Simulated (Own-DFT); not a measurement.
# Same atoms, different arrangement: C16Si16, 32 atoms

All numbers below are calculated, not measured. They come from Own-DFT, an in-house plane-wave density functional program, since retired, whose code no person has reviewed. Each row is one single-point run on a periodic cell that was not relaxed, without spin or spin-orbit coupling.

Settings of every run: PBE; PseudoDojo norm-conserving scalar-relativistic files; cutoff 42 hartree; 5 x 5 x 3 k mesh centred on Gamma; Fermi-Dirac smearing of 0.1 eV.

Known limits: forces on such cells passed a denser k mesh, each cell not checked; stress not checked against mesh or cutoff.

All cells hold the same atoms in the same cell, with vectors in Å (6.165, 0.000, 0.000); (-3.083, 5.339, 0.000); (0.000, 0.000, 10.068). Every atom was moved at random from its ideal site; u is the rms move along one axis. E is the free energy of the cell above the lowest run. The arrangements:

- A: 2H SiC
- B: 4H SiC

```
arrangement,u (Å),E (eV),P (GPa)
A,0.0254,0.000,3.48
A,0.0279,0.392,3.86
A,0.0283,0.264,3.72
A,0.0591,3.416,6.37
A,0.0594,3.289,6.38
A,0.0636,4.705,7.08
B,0.0280,0.145,3.68
B,0.0299,0.342,3.65
B,0.0314,0.356,3.77
B,0.0613,3.427,6.03
B,0.0618,3.806,6.70
B,0.0645,4.387,6.45
```

Question: once the cost of the random moves is taken out, how do the arrangements rank?

## Worked answer

Fit E = a + b u², with one b for all and one a for each arrangement, and with residuals divided by u², since the noise grows with the moves. Then b = 1210 eV/Å², the scatter at u = 0.04 Å is 0.16 eV, and against A:

- B: -0.11 ± 0.07 eV (not told apart from A)

These are energies of unrelaxed cells. Relaxing the atoms lowers the strained arrangements most, so the gaps would shrink and small ones could change sign.
